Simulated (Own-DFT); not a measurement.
# Strain and stress in wurtzite GaN, 96 atoms (Ga48N48)

These are calculations, not measurements. The program, named Own-DFT, is a retired in-house plane-wave density functional code that no person has reviewed. Each row is one single-point run on a periodic cell that was not relaxed, without spin or spin-orbit coupling.

Settings of every run: PBE; PseudoDojo norm-conserving scalar-relativistic files (stringent for Ga); cutoff 96 hartree; 3 x 4 x 3 k mesh centred on Gamma; Gaussian smearing of 0.01 eV.

Known limits: forces on such cells passed a denser k mesh, each cell not checked; stress not checked against mesh or cutoff.

Unstrained cell vectors in Å: (12.756, 0.000, 0.000); (-4.784, 8.285, 0.000); (0.000, 0.000, 10.370). The unstrained cell has measured lattice constants (interpolated for alloys), not those of this functional. That, the random moves and any unrelaxed bonds set the pressure at no strain. Each run strains this cell uniformly, with the atoms carried along. Every atom was also moved at random, by a Gaussian of width 0.05 Å on each axis. Strain is the symmetric tensor, in per cent. Stress is positive in tension, and the pressure is minus a third of its trace.

```
run,e_xx (%),e_yy (%),e_zz (%),s_xx (GPa),s_yy (GPa),s_zz (GPa),P (GPa),E (meV/atom)
1,0.00,0.00,-1.50,-8.47,-7.90,-14.98,10.45,29.4
2,0.00,0.00,-2.00,-6.32,-7.84,-19.28,11.14,20.4
3,0.00,0.00,2.50,-3.86,-6.32,3.32,2.28,0.0
4,0.00,0.00,1.25,-6.45,-6.99,-1.45,4.96,8.2
5,0.00,0.00,2.25,-6.85,-4.49,2.05,3.10,10.1
6,0.00,0.00,2.00,-5.20,-6.92,1.66,3.49,5.0
7,0.00,0.00,1.00,-6.71,-6.29,-1.92,4.98,5.0
8,0.00,0.00,-0.75,-7.49,-7.24,-10.06,8.26,2.1
9,0.00,0.00,0.25,?,?,?,?,?
```

E is the free energy for each atom above the lowest run shown.

## Worked fit

The change of volume is close to e_xx + e_yy + e_zz. A straight line through the runs shown gives P = 7.23 - 193 x (fractional change of volume) GPa, with an error of 6 on the slope and a scatter of 0.28 GPa. The strain isn't the same on all axes and the cell isn't cubic, so the slope belongs to this path and is not the bulk modulus.

## Withheld run

Question: what pressure should run 9 give? Its volume changes by 0.25 %.

The line gives 6.7 GPa. The calculation gave 6.70 GPa.
